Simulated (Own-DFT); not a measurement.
Simulation results for Si3N4 (beta silicon nitride, atoms displaced)

Computed with Own-DFT development build. A calculation, not a measurement: plane-wave PBE density functional theory by an unreviewed code, no spin, of a simulated periodic cell, stress positive in tension, free energy of the whole cell less one offset for each atom, forces on such cells passed a denser k mesh, this cell's mesh not checked; offsets are fitted by least squares, one for each functional and potential file, so energies compare only between cells with the same atoms and settings and are not formation energies; the far tail of each file's local potential was reset to the Coulomb form; each entry is a single point on an unrelaxed cell, so the pressure reflects the starting lattice, mostly measured values (interpolated for alloys), from which strain is counted, and rises with the displacements; printed positions are rounded, which can move forces by about a meV/angstrom; the program, named Own-DFT, is a retired in-house code; no spin-orbit coupling.

Common to all runs: functional PBE; potential files PseudoDojo norm-conserving, scalar-relativistic, standard set; wave cutoff 42 hartree; occupations Fermi-Dirac; smearing width 0.1 eV; k mesh 3 x 3 x 3 centred on Gamma.

```json
{"entry": 1, "formula": "Si3N4", "kind": "beta silicon nitride, atoms displaced", "structure": {"cell_angstrom": [[7.606, 0.0, 0.0], [-3.803, 6.587, 0.0], [0.0, 0.0, 8.727]], "atoms_fractional": [["Si", 0.16783, 0.75521, 0.08186], ["Si", 0.2342, 0.3986, 0.09208], ["Si", 0.59056, 0.81939, 0.08792], ["Si", 0.83267, 0.24015, 0.25478], ["Si", 0.77506, 0.60202, 0.25481], ["Si", 0.39889, 0.15786, 0.25582], ["N", 0.33314, 0.03079, 0.08823], ["N", 0.97579, 0.30162, 0.07874], ["N", 0.6878, 0.65362, 0.08318], ["N", 0.65759, 0.975, 0.24981], ["N", 0.04179, 0.71242, 0.25098], ["N", 0.30825, 0.34056, 0.24621], ["N", 0.32475, 0.65962, 0.07982], ["N", 0.64539, 0.31473, 0.24004], ["Si", 0.17778, 0.75646, 0.41288], ["Si", 0.23789, 0.41128, 0.42402], ["Si", 0.60586, 0.82719, 0.41144], ["Si", 0.81964, 0.23073, 0.57941], ["Si", 0.76599, 0.5935, 0.57823], ["Si", 0.3956, 0.16341, 0.5792], ["N", 0.32797, 0.02204, 0.41228], ["N", 0.96631, 0.31037, 0.41671], ["N", 0.68631, 0.66428, 0.41765], ["N", 0.66448, 0.96608, 0.57976], ["N", 0.03498, 0.71293, 0.58902], ["N", 0.31154, 0.3317, 0.57355], ["N", 0.32111, 0.66355, 0.41], ["N", 0.66683, 0.33132, 0.59278], ["Si", 0.17525, 0.7714, 0.75323], ["Si", 0.22404, 0.39715, 0.75061], ["Si", 0.59308, 0.81767, 0.7648], ["Si", 0.82099, 0.23302, 0.91772], ["Si", 0.77298, 0.6046, 0.91026], ["Si", 0.3891, 0.17988, 0.91656], ["N", 0.31913, 0.03552, 0.7466], ["N", 0.97069, 0.30946, 0.74595], ["N", 0.69777, 0.66659, 0.75528], ["N", 0.66298, 0.97055, 0.90929], ["N", 0.03881, 0.70723, 0.92001], ["N", 0.31101, 0.34506, 0.91752], ["N", 0.33702, 0.66713, 0.74204], ["N", 0.66952, 0.33522, 0.91484]]}, "results": {"free_energy_of_cell_above_offsets [eV]": "-3.308", "pressure [GPa]": 7.63, "stress_xx [GPa]": -9.17, "stress_yy [GPa]": -4.42, "stress_zz [GPa]": -9.3, "stress_yz [GPa]": -0.07, "stress_xz [GPa]": -3.35, "stress_xy [GPa]": 4.08, "force_element": ["Si", "Si", "Si", "Si", "Si", "Si", "N", "N", "N", "N", "N", "N", "N", "N", "Si", "Si", "Si", "Si", "Si", "Si", "N", "N", "N", "N", "N", "N", "N", "N", "Si", "Si", "Si", "Si", "Si", "Si", "N", "N", "N", "N", "N", "N", "N", "N"], "force_x [eV/angstrom]": [1.161, -1.814, -1.131, -2.168, -0.106, -1.542, -1.066, -0.932, 0.068, 1.594, -3.059, 1.404, 1.889, 3.857, -3.942, -1.086, -4.42, 0.433, 1.035, 1.977, -0.345, 1.88, 2.675, 0.667, -1.149, -1.411, 6.135, -1.794, 1.222, 0.524, -0.981, 0.35, 1.947, 4.773, -0.067, -0.134, -0.264, 0.586, -2.189, -1.811, -0.931, -1.836], "force_y [eV/angstrom]": [2.959, 1.848, 0.555, -0.835, -2.903, 2.066, -1.666, -0.769, 1.792, -0.806, -1.962, -1.953, 0.25, 4.597, 2.712, -0.305, 1.469, -0.891, -0.411, 0.834, -1.009, 0.392, -1.177, -0.077, -1.128, 0.293, -0.781, 0.385, 0.078, 1.921, 0.173, 0.205, -2.968, -1.451, -0.584, -1.105, 0.561, 0.714, -0.859, 0.186, -0.928, 0.577], "force_z [eV/angstrom]": [0.687, -3.164, -1.252, -2.857, -1.845, -2.304, -2.298, 1.423, 0.424, -0.23, -0.151, 4.25, 0.36, 1.382, 2.384, -3.356, 1.354, 1.269, 2.476, -0.198, 2.41, 0.721, -0.604, 0.93, -2.117, 2.71, 0.356, -1.223, -0.602, -0.946, -5.023, -0.8, 2.881, 0.809, 1.434, 0.387, -2.833, 4.023, -1.3, -0.099, 0.564, -0.033]}}
{"entry": 2, "formula": "Si3N4", "kind": "beta silicon nitride, atoms displaced", "structure": {"cell_angstrom": [[7.606, 0.0, 0.0], [-3.803, 6.587, 0.0], [0.0, 0.0, 8.727]], "atoms_fractional": [["Si", 0.17333, 0.77085, 0.07598], ["Si", 0.22975, 0.40433, 0.09131], ["Si", 0.60077, 0.82881, 0.07377], ["Si", 0.82101, 0.23203, 0.24783], ["Si", 0.76512, 0.59013, 0.25745], ["Si", 0.39533, 0.17009, 0.24369], ["N", 0.34627, 0.04087, 0.09259], ["N", 0.9889, 0.31984, 0.08222], ["N", 0.71064, 0.68233, 0.09791], ["N", 0.67585, 0.97418, 0.24658], ["N", 0.04425, 0.71589, 0.25714], ["N", 0.30317, 0.331, 0.2474], ["N", 0.32835, 0.67692, 0.06944], ["N", 0.66712, 0.32587, 0.25494], ["Si", 0.16324, 0.73883, 0.41829], ["Si", 0.22926, 0.39912, 0.41203], ["Si", 0.60866, 0.83625, 0.41894], ["Si", 0.81753, 0.23524, 0.58601], ["Si", 0.77519, 0.59746, 0.59096], ["Si", 0.4084, 0.16555, 0.58829], ["N", 0.33393, 0.04088, 0.41246], ["N", 0.97201, 0.29722, 0.41212], ["N", 0.70123, 0.67456, 0.42065], ["N", 0.67307, 0.97242, 0.59958], ["N", 0.0307, 0.70484, 0.58302], ["N", 0.3027, 0.31986, 0.58706], ["N", 0.3298, 0.6675, 0.41726], ["N", 0.6633, 0.34319, 0.58113], ["Si", 0.17143, 0.77571, 0.74962], ["Si", 0.23441, 0.40214, 0.74753], ["Si", 0.60493, 0.82399, 0.74153], ["Si", 0.82876, 0.23719, 0.91444], ["Si", 0.78023, 0.60172, 0.91259], ["Si", 0.41578, 0.17018, 0.91461], ["N", 0.33485, 0.03061, 0.75574], ["N", 0.9779, 0.30439, 0.74723], ["N", 0.70142, 0.65411, 0.75122], ["N", 0.66186, 0.9569, 0.91705], ["N", 0.01658, 0.69709, 0.91642], ["N", 0.30866, 0.32939, 0.92055], ["N", 0.33435, 0.66385, 0.75308], ["N", 0.67341, 0.33422, 0.92259]]}, "results": {"free_energy_of_cell_above_offsets [eV]": "-2.410", "pressure [GPa]": 8.51, "stress_xx [GPa]": -11.75, "stress_yy [GPa]": -4.65, "stress_zz [GPa]": -9.11, "stress_yz [GPa]": -0.01, "stress_xz [GPa]": -0.87, "stress_xy [GPa]": 0.45, "force_element": ["Si", "Si", "Si", "Si", "Si", "Si", "N", "N", "N", "N", "N", "N", "N", "N", "Si", "Si", "Si", "Si", "Si", "Si", "N", "N", "N", "N", "N", "N", "N", "N", "Si", "Si", "Si", "Si", "Si", "Si", "N", "N", "N", "N", "N", "N", "N", "N"], "force_x [eV/angstrom]": [-0.288, 2.489, -1.673, 2.112, 1.564, 2.025, -0.572, -4.943, 0.634, 0.056, -2.937, -0.462, 3.158, -2.257, -0.786, 1.153, -2.183, 1.83, -0.829, -1.247, 0.327, -1.474, 0.777, 0.033, 0.181, -1.505, 4.586, 2.188, 2.356, 0.994, -1.736, 2.126, -4.83, -1.36, 0.103, -2.002, -2.705, 1.02, 5.313, -0.529, -0.275, -0.432], "force_y [eV/angstrom]": [1.016, 2.897, -1.968, 0.202, 0.311, 1.905, -3.901, -2.965, -1.089, -0.833, -2.058, 0.667, -1.647, 2.143, 5.028, 0.637, -0.516, 1.013, -0.219, 0.858, -2.712, -0.394, -0.417, 2.198, -0.088, 0.89, -1.336, -1.94, -2.009, 0.631, -3.578, -0.97, -3.228, 2.06, -0.984, -0.842, 2.46, 4.087, 3.242, -0.062, 0.934, 0.579], "force_z [eV/angstrom]": [2.79, -3.503, 4.16, -0.612, -0.279, 4.725, -5.867, -0.03, -3.05, 0.372, -3.003, 0.921, 0.971, -0.312, 0.056, 2.231, -0.821, -0.657, -2.997, -2.817, 2.007, 1.367, 1.213, -5.486, 0.987, -1.129, 0.145, 0.541, 0.398, 1.317, 5.275, 0.741, 3.8, 2.8, -0.92, 0.255, 0.128, -3.351, -0.603, -0.324, -0.851, -0.585]}}
{"entry": 3, "formula": "Si3N4", "kind": "beta silicon nitride, atoms displaced", "structure": {"cell_angstrom": [[7.606, 0.0, 0.0], [-3.803, 6.587, 0.0], [0.0, 0.0, 8.727]], "atoms_fractional": [["Si", 0.17281, 0.76596, 0.08737], ["Si", 0.23078, 0.40536, 0.08335], ["Si", 0.58853, 0.81451, 0.07468], ["Si", 0.82662, 0.23712, 0.23895], ["Si", 0.76714, 0.59613, 0.2541], ["Si", 0.41063, 0.18284, 0.26255], ["N", 0.33255, 0.03596, 0.0833], ["N", 0.96232, 0.30507, 0.08729], ["N", 0.69407, 0.64958, 0.07386], ["N", 0.66576, 0.96367, 0.25044], ["N", 0.02522, 0.69094, 0.24501], ["N", 0.29198, 0.333, 0.24609], ["N", 0.3272, 0.66182, 0.07706], ["N", 0.6635, 0.32473, 0.24905], ["Si", 0.17347, 0.76592, 0.40763], ["Si", 0.23728, 0.39267, 0.4214], ["Si", 0.58304, 0.82248, 0.41344], ["Si", 0.82548, 0.2314, 0.58337], ["Si", 0.78659, 0.60211, 0.5842], ["Si", 0.40287, 0.16073, 0.58816], ["N", 0.32199, 0.03244, 0.42019], ["N", 0.97191, 0.30056, 0.41469], ["N", 0.71141, 0.66241, 0.41584], ["N", 0.66998, 0.9675, 0.57966], ["N", 0.03443, 0.70011, 0.57501], ["N", 0.3063, 0.33559, 0.59694], ["N", 0.31832, 0.65386, 0.41532], ["N", 0.6587, 0.33136, 0.58351], ["Si", 0.16677, 0.76422, 0.73773], ["Si", 0.22716, 0.3986, 0.74388], ["Si", 0.60039, 0.83357, 0.74774], ["Si", 0.819, 0.22734, 0.92068], ["Si", 0.77017, 0.59674, 0.90991], ["Si", 0.40945, 0.16232, 0.91301], ["N", 0.32912, 0.03202, 0.75831], ["N", 0.96157, 0.31436, 0.75898], ["N", 0.69018, 0.66454, 0.75194], ["N", 0.6567, 0.95605, 0.91673], ["N", 0.04057, 0.71075, 0.90783], ["N", 0.29847, 0.32874, 0.91631], ["N", 0.33695, 0.67032, 0.74698], ["N", 0.67712, 0.3402, 0.90704]]}, "results": {"free_energy_of_cell_above_offsets [eV]": "-3.762", "pressure [GPa]": 7.26, "stress_xx [GPa]": -6.13, "stress_yy [GPa]": -2.93, "stress_zz [GPa]": -12.73, "stress_yz [GPa]": 0.87, "stress_xz [GPa]": 3.41, "stress_xy [GPa]": -0.67, "force_element": ["Si", "Si", "Si", "Si", "Si", "Si", "N", "N", "N", "N", "N", "N", "N", "N", "Si", "Si", "Si", "Si", "Si", "Si", "N", "N", "N", "N", "N", "N", "N", "N", "Si", "Si", "Si", "Si", "Si", "Si", "N", "N", "N", "N", "N", "N", "N", "N"], "force_x [eV/angstrom]": [0.237, -0.694, 0.281, -0.422, 0.894, -0.851, 0.072, 2.551, -1.8, 0.182, -0.079, 2.68, 0.417, -0.608, -0.003, -2.954, 1.309, -0.605, -3.805, -0.325, -0.03, -0.037, -3.632, 0.037, 0.317, 2.173, 2.198, 1.633, 3.161, -2.159, -1.102, 0.13, 1.998, -1.041, -0.044, 2.029, 1.265, 0.619, -1.822, 0.213, -0.668, -1.713], "force_y [eV/angstrom]": [1.44, -0.289, -0.857, -2.398, -2.042, -0.803, -1.248, 0.59, 1.934, 0.201, 0.504, -1.395, 0.317, 2.2, -0.215, 1.124, -1.062, 0.725, -2.5, 2.683, -1.535, -0.49, 2.126, 0.561, 0.544, -2.441, 1.168, 0.284, 0.554, 2.74, -2.652, -0.057, -0.511, 4.335, -2.97, -0.727, 0.703, 3.557, -0.886, -0.729, -0.529, -1.957], "force_z [eV/angstrom]": [-3.2, -2.144, 2.566, 5.004, -3.463, -3.87, 2.04, -3.155, 2.815, -1.715, 0.847, 2.072, 0.624, 0.373, 0.21, 0.04, 0.272, -0.329, 0.627, 1.144, -0.08, 0.323, 1.603, 0.024, -0.316, -5.005, -0.037, -0.255, 3.143, 5.327, -0.661, -0.133, -0.031, 3.347, -4.314, -2.387, -2.09, -0.281, 1.329, -0.172, -0.646, 0.555]}}
{"entry": 4, "formula": "Si3N4", "kind": "beta silicon nitride, atoms displaced", "structure": {"cell_angstrom": [[7.606, 0.0, 0.0], [-3.803, 6.587, 0.0], [0.0, 0.0, 8.727]], "atoms_fractional": [["Si", 0.16402, 0.76654, 0.08662], ["Si", 0.22207, 0.39127, 0.08421], ["Si", 0.59829, 0.83074, 0.08471], ["Si", 0.82843, 0.2395, 0.24209], ["Si", 0.77703, 0.59208, 0.24132], ["Si", 0.39625, 0.17431, 0.23785], ["N", 0.33885, 0.02859, 0.0926], ["N", 0.97821, 0.29991, 0.07622], ["N", 0.68665, 0.66601, 0.09522], ["N", 0.67582, 0.97081, 0.24751], ["N", 0.03245, 0.70519, 0.24813], ["N", 0.30137, 0.31336, 0.244], ["N", 0.32473, 0.66284, 0.08835], ["N", 0.65969, 0.338, 0.25162], ["Si", 0.1655, 0.76244, 0.41416], ["Si", 0.21919, 0.39435, 0.42831], ["Si", 0.60785, 0.81828, 0.40929], ["Si", 0.82973, 0.23861, 0.57343], ["Si", 0.79138, 0.59567, 0.58673], ["Si", 0.39828, 0.16903, 0.59382], ["N", 0.33348, 0.033, 0.41615], ["N", 0.9655, 0.30295, 0.41211], ["N", 0.70951, 0.66557, 0.42124], ["N", 0.66809, 0.96997, 0.5847], ["N", 0.03132, 0.70584, 0.59738], ["N", 0.28758, 0.31688, 0.58644], ["N", 0.33024, 0.65793, 0.41484], ["N", 0.67857, 0.34806, 0.57837], ["Si", 0.17241, 0.76393, 0.74546], ["Si", 0.23317, 0.40794, 0.75829], ["Si", 0.58014, 0.81902, 0.75832], ["Si", 0.81704, 0.22755, 0.90959], ["Si", 0.76559, 0.59423, 0.91867], ["Si", 0.40137, 0.17176, 0.91327], ["N", 0.33286, 0.02875, 0.74816], ["N", 0.96664, 0.28998, 0.7491], ["N", 0.69482, 0.66627, 0.74892], ["N", 0.67147, 0.97838, 0.91267], ["N", 0.04053, 0.70706, 0.91188], ["N", 0.29564, 0.33249, 0.91197], ["N", 0.33881, 0.66832, 0.75143], ["N", 0.66364, 0.33555, 0.90935]]}, "results": {"free_energy_of_cell_above_offsets [eV]": "-2.572", "pressure [GPa]": 8.62, "stress_xx [GPa]": -10.33, "stress_yy [GPa]": -7.56, "stress_zz [GPa]": -7.96, "stress_yz [GPa]": -0.67, "stress_xz [GPa]": -2.6, "stress_xy [GPa]": -0.04, "force_element": ["Si", "Si", "Si", "Si", "Si", "Si", "N", "N", "N", "N", "N", "N", "N", "N", "Si", "Si", "Si", "Si", "Si", "Si", "N", "N", "N", "N", "N", "N", "N", "N", "Si", "Si", "Si", "Si", "Si", "Si", "N", "N", "N", "N", "N", "N", "N", "N"], "force_x [eV/angstrom]": [3.613, 2.355, -2.551, -1.154, -2.503, 4.911, -0.503, -4.235, 1.814, 0.252, -1.106, -6.889, 1.212, 2.543, 2.946, 1.962, -2.298, -1.336, -6.987, 1.965, -0.603, 0.615, 1.003, 0.184, 2.626, -0.295, -0.082, -0.581, 2.823, -1.712, 4.058, 1.148, -0.322, 0.202, -0.03, 0.31, 0.343, -0.274, -2.593, 2.419, -3.376, 0.126], "force_y [eV/angstrom]": [0.685, 3.302, -0.625, -1.084, 0.022, -1.291, -1.813, -1.653, -0.3, 1.167, -0.846, 4.081, 0.029, -1.398, 2.241, 1.328, 0.741, -2.693, 0.142, 1.895, -1.061, 0.317, 0.187, -0.258, 0.856, 0.448, 0.107, -3.648, 1.472, -0.177, 2.634, 2.084, 0.964, 0.13, -1.31, 1.28, 0.121, -2.872, -0.966, -1.803, -1.991, -0.447], "force_z [eV/angstrom]": [-1.992, 0.443, -0.555, 0.315, 3.495, 5.517, -5.364, 0.208, -3.319, 0.264, 0.561, 1.239, -0.406, -1.091, 1.531, -3.002, 2.643, 2.808, 0.043, -4.885, 0.297, -1.117, -1.305, -0.749, -4.641, 1.408, 0.232, 0.577, 3.176, -3.327, -3.154, 0.236, -0.744, 1.328, 2.195, -0.812, 1.008, 1.835, 1.696, 2.687, -0.015, 0.736]}}
{"entry": 5, "formula": "Si3N4", "kind": "beta silicon nitride, atoms displaced", "structure": {"cell_angstrom": [[7.606, 0.0, 0.0], [-3.803, 6.587, 0.0], [0.0, 0.0, 8.727]], "atoms_fractional": [["Si", 0.18357, 0.78254, 0.08957], ["Si", 0.2288, 0.39935, 0.0839], ["Si", 0.60912, 0.83633, 0.08266], ["Si", 0.82398, 0.23486, 0.24805], ["Si", 0.77668, 0.60416, 0.24839], ["Si", 0.39191, 0.15906, 0.24759], ["N", 0.3271, 0.02919, 0.07779], ["N", 0.96466, 0.29898, 0.08355], ["N", 0.68571, 0.65484, 0.09444], ["N", 0.66182, 0.97163, 0.25351], ["N", 0.03762, 0.71079, 0.24659], ["N", 0.31077, 0.34029, 0.25355], ["N", 0.33837, 0.67169, 0.09591], ["N", 0.6649, 0.33971, 0.25494], ["Si", 0.1679, 0.76244, 0.4265], ["Si", 0.22313, 0.39625, 0.41652], ["Si", 0.5893, 0.8206, 0.4159], ["Si", 0.82395, 0.22468, 0.56622], ["Si", 0.76064, 0.60018, 0.58538], ["Si", 0.39635, 0.17607, 0.58655], ["N", 0.34034, 0.05121, 0.41932], ["N", 0.97097, 0.29798, 0.41628], ["N", 0.69682, 0.66933, 0.4178], ["N", 0.66026, 0.95795, 0.58852], ["N", 0.04078, 0.71148, 0.57775], ["N", 0.30595, 0.33521, 0.58996], ["N", 0.33313, 0.66053, 0.41369], ["N", 0.65902, 0.32216, 0.58175], ["Si", 0.16922, 0.77185, 0.74663], ["Si", 0.23458, 0.41656, 0.74829], ["Si", 0.59957, 0.81902, 0.75972], ["Si", 0.81745, 0.21882, 0.92102], ["Si", 0.77734, 0.59085, 0.91835], ["Si", 0.39851, 0.17814, 0.91265], ["N", 0.32942, 0.02074, 0.76251], ["N", 0.9853, 0.30838, 0.75543], ["N", 0.7025, 0.66267, 0.75708], ["N", 0.67292, 0.96895, 0.91644], ["N", 0.01939, 0.69194, 0.92049], ["N", 0.28856, 0.33481, 0.92185], ["N", 0.34145, 0.66841, 0.75516], ["N", 0.66642, 0.3342, 0.91694]]}, "results": {"free_energy_of_cell_above_offsets [eV]": "-3.209", "pressure [GPa]": 8.15, "stress_xx [GPa]": -5.97, "stress_yy [GPa]": -7.51, "stress_zz [GPa]": -10.96, "stress_yz [GPa]": 0.0, "stress_xz [GPa]": 1.99, "stress_xy [GPa]": -1.32, "force_element": ["Si", "Si", "Si", "Si", "Si", "Si", "N", "N", "N", "N", "N", "N", "N", "N", "Si", "Si", "Si", "Si", "Si", "Si", "N", "N", "N", "N", "N", "N", "N", "N", "Si", "Si", "Si", "Si", "Si", "Si", "N", "N", "N", "N", "N", "N", "N", "N"], "force_x [eV/angstrom]": [1.118, -1.288, -1.741, -1.505, 0.121, 1.148, -0.107, 0.715, -0.123, 0.752, -0.812, -0.481, -0.199, 0.921, 3.799, 2.18, -0.441, -1.784, 2.038, 2.5, -0.678, 0.005, 0.725, 0.805, -4.314, -1.37, -1.869, 0.66, 1.855, 0.636, -1.133, 0.608, -3.192, 0.589, -0.761, -4.017, -0.703, 0.355, 4.232, 2.926, -1.739, -0.432], "force_y [eV/angstrom]": [-3.919, 2.874, -3.022, 0.182, -2.081, 4.223, 2.31, -0.212, 1.799, 0.767, -0.215, -1.678, 0.067, -0.997, 2.655, 1.755, 0.191, -0.661, -2.527, -0.369, -5.09, -0.04, 0.42, 1.15, -2.035, 0.452, -0.041, 2.296, -2.092, -0.691, 0.243, 3.936, -1.404, 1.463, 1.971, -2.309, 0.824, -0.83, 2.713, -1.594, 1.411, -1.895], "force_z [eV/angstrom]": [-2.257, 2.238, 1.923, 0.221, 1.885, 0.134, 0.345, 0.553, -3.646, -0.416, 2.574, -0.916, -1.124, -0.535, -5.845, 0.327, 0.69, 5.996, -0.768, 0.96, 0.305, -2.103, -0.159, -0.713, 4.074, -1.005, 0.781, 0.331, 2.604, 1.452, -2.199, -2.166, 1.943, 1.56, -2.788, -1.493, -0.405, 0.551, -0.32, -2.322, -0.214, -0.052]}}
{"entry": 6, "formula": "Si3N4", "kind": "beta silicon nitride, atoms displaced", "structure": {"cell_angstrom": [[7.606, 0.0, 0.0], [-3.803, 6.587, 0.0], [0.0, 0.0, 8.727]], "atoms_fractional": [["Si", 0.18029, 0.77658, 0.0803], ["Si", 0.22563, 0.40053, 0.07398], ["Si", 0.60561, 0.82748, 0.08011], ["Si", 0.83756, 0.23188, 0.24933], ["Si", 0.76965, 0.59797, 0.26384], ["Si", 0.39903, 0.17026, 0.2493], ["N", 0.33452, 0.02339, 0.07533], ["N", 0.9612, 0.3075, 0.08649], ["N", 0.70926, 0.67439, 0.07677], ["N", 0.6605, 0.97317, 0.23603], ["N", 0.0228, 0.70169, 0.24202], ["N", 0.30201, 0.32737, 0.2612], ["N", 0.33695, 0.66973, 0.09043], ["N", 0.67208, 0.33782, 0.24147], ["Si", 0.16545, 0.75089, 0.40952], ["Si", 0.22955, 0.39929, 0.43362], ["Si", 0.60498, 0.83158, 0.41305], ["Si", 0.82283, 0.23076, 0.5803], ["Si", 0.77882, 0.58738, 0.59367], ["Si", 0.39775, 0.1693, 0.58787], ["N", 0.3438, 0.04151, 0.42073], ["N", 0.97095, 0.29681, 0.42616], ["N", 0.70383, 0.6738, 0.42036], ["N", 0.66858, 0.96253, 0.57646], ["N", 0.03734, 0.69115, 0.59397], ["N", 0.2983, 0.33691, 0.5824], ["N", 0.32804, 0.67234, 0.41704], ["N", 0.66418, 0.34359, 0.5811], ["Si", 0.17395, 0.77498, 0.7491], ["Si", 0.23422, 0.41465, 0.74856], ["Si", 0.60404, 0.82977, 0.74426], ["Si", 0.83039, 0.23094, 0.91777], ["Si", 0.7723, 0.60047, 0.91313], ["Si", 0.3873, 0.16619, 0.91963], ["N", 0.34378, 0.03514, 0.74661], ["N", 0.96876, 0.30613, 0.74681], ["N", 0.69874, 0.66622, 0.74063], ["N", 0.66082, 0.96551, 0.90333], ["N", 0.02823, 0.70118, 0.92562], ["N", 0.29931, 0.32793, 0.9102], ["N", 0.33397, 0.6624, 0.74594], ["N", 0.66645, 0.32819, 0.90706]]}, "results": {"free_energy_of_cell_above_offsets [eV]": "-2.804", "pressure [GPa]": 8.1, "stress_xx [GPa]": -5.95, "stress_yy [GPa]": -6.69, "stress_zz [GPa]": -11.67, "stress_yz [GPa]": -1.25, "stress_xz [GPa]": 0.73, "stress_xy [GPa]": 1.93, "force_element": ["Si", "Si", "Si", "Si", "Si", "Si", "N", "N", "N", "N", "N", "N", "N", "N", "Si", "Si", "Si", "Si", "Si", "Si", "N", "N", "N", "N", "N", "N", "N", "N", "Si", "Si", "Si", "Si", "Si", "Si", "N", "N", "N", "N", "N", "N", "N", "N"], "force_x [eV/angstrom]": [0.475, 0.279, -1.643, -3.584, -0.392, 2.469, -0.759, 3.612, -0.724, 1.354, 1.781, -2.041, 0.151, -0.164, -1.184, -1.676, -2.372, -1.82, -1.295, 0.813, -0.863, -0.093, 0.324, 0.113, -1.73, 3.166, 3.915, 1.372, 2.654, -0.677, -1.445, -2.678, -0.01, 4.384, -1.33, 0.851, -0.088, 1.183, 0.993, -1.457, -0.402, -1.462], "force_y [eV/angstrom]": [-3.051, 1.897, -1.242, 0.095, -1.947, 1.115, 2.193, 0.495, 0.236, 0.517, 0.984, 0.508, -1.031, -0.876, 3.206, 3.074, -1.353, -0.368, 2.259, 2.801, -3.36, -0.049, 0.29, 2.622, -0.255, -2.298, -1.996, -4.224, -0.61, -1.32, -2.022, -0.282, -2.704, 1.796, -1.762, -0.378, 0.823, 1.406, 0.886, 0.246, 2.948, 0.731], "force_z [eV/angstrom]": [1.134, 3.366, -1.977, 1.848, -4.228, 0.394, 2.344, -2.081, 1.996, 2.947, 1.633, -2.263, -0.917, 0.927, 1.238, -6.281, -1.562, 1.865, -2.356, -2.069, -0.902, -2.605, 1.368, 0.926, -3.628, 4.696, -0.021, -0.196, 2.659, -0.455, -0.885, -1.621, 0.138, -2.068, 1.854, 0.668, 2.521, 2.789, -3.174, 0.795, 0.555, 0.628]}}
```
